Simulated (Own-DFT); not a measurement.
# One host, several defects: C40 NbSi2

Everything here is calculated. The program is Own-DFT (plane waves, in-house, since retired, never reviewed by a person); positions were held fixed, and spin and spin-orbit coupling were off.

Common settings: PBE; PseudoDojo norm-conserving scalar-relativistic files; cutoff 42 hartree; 4 x 4 x 5 k mesh centred on Gamma; cold (Marzari-Vanderbilt) smearing of 0.2 eV.

Caveats: forces on such cells failed a check on a denser k mesh; stress not checked against mesh or cutoff.

All runs share one cell, with vectors in Å (0.000, 8.324, 0.000); (-9.613, 0.000, 0.000); (0.000, 0.000, 6.586) and a volume of 527.0 Å³. The atoms are randomly displaced, by u rms on each axis. The defect's site can differ from row to row.

```
                    cell   formula   u (Å)  P (GPa)
               no defect  Nb12Si24  0.0185     1.46
               no defect  Nb12Si24  0.0203     1.46
               no defect  Nb12Si24  0.0565     2.90
two Nb on a Si site each  Nb14Si22  0.0334     7.49
two Nb on a Si site each  Nb14Si22  0.0459     7.82
two Nb on a Si site each  Nb14Si22  0.0516     8.79
          one Si vacancy  Nb12Si23  0.0287     0.93
          one Si vacancy  Nb12Si23  0.0459     1.68
          one Si vacancy  Nb12Si23  0.0549     2.39
two Si on a Nb site each  Nb10Si26  0.0298     1.70
two Si on a Nb site each  Nb10Si26  0.0321     1.94
two Si on a Nb site each  Nb10Si26  0.0442     2.17
two Si on a Nb site each  Nb10Si26  0.0504        ?
```

## What the rows give

P = P0 + c u² + a shift for each defect gives P0 = 1.19 GPa, c = 573 ± 67 GPa/Å² and a scatter of 0.21 GPa. The shifts, and each times the cell's volume:

- two Nb on a Si site each: 5.72 ± 0.18 GPa, 18.8 eV (9.4 eV for each of its 2 sites)
- two Si on a Nb site each: 0.01 ± 0.17 GPa, 0.0 eV (0.0 eV for each of its 2 sites) (not resolved)
- one Si vacancy: -0.66 ± 0.18 GPa, -2.2 eV

A positive shift means that the defect pushes the cell outwards. Shift times volume (160.2 GPa Å³ is 1 eV) depends little on the cell's size, so, taken for each site, it can be compared between cells at like pressure. The atoms around the defects weren't relaxed, which would change these numbers.

## The run left out

Asked: what pressure belongs in the blank (two Si on a Nb site each, u = 0.0504 Å)?

The fitted form gives 2.65 ± 0.26 GPa. The hidden result is 2.23 GPa.
